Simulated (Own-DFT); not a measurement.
# Which arrangement is lower? Ga32P32, 64 atoms

These are calculations, not measurements. The program, named Own-DFT, is a retired in-house plane-wave density functional code that no person has reviewed. Each row is one single-point run on a periodic cell that was not relaxed, without spin or spin-orbit coupling.

Settings of every run: PBE; PseudoDojo norm-conserving scalar-relativistic files; cutoff 42 hartree; 3 x 3 x 3 k mesh centred on Gamma; Fermi-Dirac smearing of 0.1 eV.

Known limits, some of them of some rows only: not probed for a lower state with spin; forces on such cells failed a check on a denser k mesh; forces on such cells passed a denser k mesh, each cell not checked; stress not checked against mesh or cutoff.

All cells hold the same atoms in the same cell, with vectors in Å (10.901, 0.000, 0.000); (0.000, 10.901, 0.000); (0.000, 0.000, 10.901). Every atom was moved at random from its ideal site; u is the rms move along one axis. The defect's site can differ from row to row. E is the free energy of the cell above the lowest run. The arrangements:

- A: zincblende GaP
- B: zincblende GaP, with one Ga on a P site and one P on a Ga site, 2.4 Å apart

| arrangement | u (Å) | E (eV) | P (GPa) |
|---|---|---|---|
| A | 0.0191 | 0.000 | 2.70 |
| A | 0.0196 | 0.078 | 2.72 |
| A | 0.0212 | 0.072 | 2.71 |
| A | 0.0470 | 2.228 | 3.22 |
| A | 0.0517 | 2.750 | 3.40 |
| A | 0.0528 | 2.296 | 3.20 |
| B | 0.0293 | 3.617 | 2.97 |
| B | 0.0301 | 3.393 | 2.92 |
| B | 0.0327 | 3.944 | 3.04 |
| B | 0.0490 | 5.548 | 3.45 |
| B | 0.0503 | 5.972 | 3.48 |
| B | 0.0513 | 5.248 | 3.30 |

Question: once the cost of the random moves is taken out, how do the arrangements rank?

## Worked answer

Fit E = a + b u², with one b for all and one a for each arrangement, and with residuals divided by u², since the noise grows with the moves. Then b = 1152 eV/Å², the scatter at u = 0.04 Å is 0.24 eV, and against A:

- B: 2.98 ± 0.10 eV (higher)

These are energies of unrelaxed cells. Relaxing the atoms lowers the strained arrangements most, so the gaps would shrink and small ones could change sign.
